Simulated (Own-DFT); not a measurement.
# One host, several defects: C11b WSi2

The numbers are computed, not measured, by runs of the plane-wave DFT program Own-DFT (in-house, retired, unreviewed) at fixed positions, with no spin and no spin-orbit coupling.

Common settings: PBEsol; PseudoDojo norm-conserving scalar-relativistic files, made for PBE; cutoff 50 hartree; 5 x 5 x 5 k mesh centred on Gamma; cold (Marzari-Vanderbilt) smearing of 0.2 eV.

Caveats: forces on such cells failed a check on a denser k mesh; stress not checked against mesh or cutoff.

All runs share one cell, with vectors in Å (-2.148, -5.953, 3.409); (-6.444, 2.976, 1.136); (-2.553, -2.948, -6.757) and a volume of 403.2 Å³. u is the rms random offset of the atoms per axis. The defect's site can differ from row to row.

| cell | formula | u (Å) | P (GPa) |
|---|---|---|---|
| no defect | Si20W10 | 0.0188 | 0.20 |
| no defect | Si20W10 | 0.0202 | 0.41 |
| no defect | Si20W10 | 0.0525 | 2.63 |
| one W on a Si site | Si19W11 | 0.0310 | 5.70 |
| one W on a Si site | Si19W11 | 0.0489 | 7.19 |
| one W on a Si site | Si19W11 | 0.0537 | 6.89 |
| one Si vacancy | Si19W10 | 0.0280 | -0.86 |
| one Si vacancy | Si19W10 | 0.0418 | -0.54 |
| one Si vacancy | Si19W10 | 0.0500 | 0.52 |
| one Si on a W site | Si21W9 | 0.0280 | 2.43 |
| one Si on a W site | Si21W9 | 0.0285 | ? |
| one Si on a W site | Si21W9 | 0.0508 | 3.37 |
| one Si on a W site | Si21W9 | 0.0530 | 4.15 |

## Analysis

P = P0 + c u² + a shift for each defect gives P0 = 0.10 GPa, c = 830 ± 103 GPa/Å² and a scatter of 0.32 GPa. The shifts, and each times the cell's volume:

- one W on a Si site: 4.76 ± 0.28 GPa, 12.0 eV
- one Si on a W site: 1.50 ± 0.28 GPa, 3.8 eV
- one Si vacancy: -1.79 ± 0.27 GPa, -4.5 eV

Against the defect-free cell, a freed cell would be larger where the shift is positive and smaller where it is negative (160.2 GPa Å³ is 1 eV). The atoms around the defects weren't relaxed, which would change these numbers.

## Withheld run

Asked: what pressure belongs in the blank (one Si on a W site, u = 0.0285 Å)?

Estimate: 2.28 ± 0.39 GPa. The calculation gave 2.46 GPa.
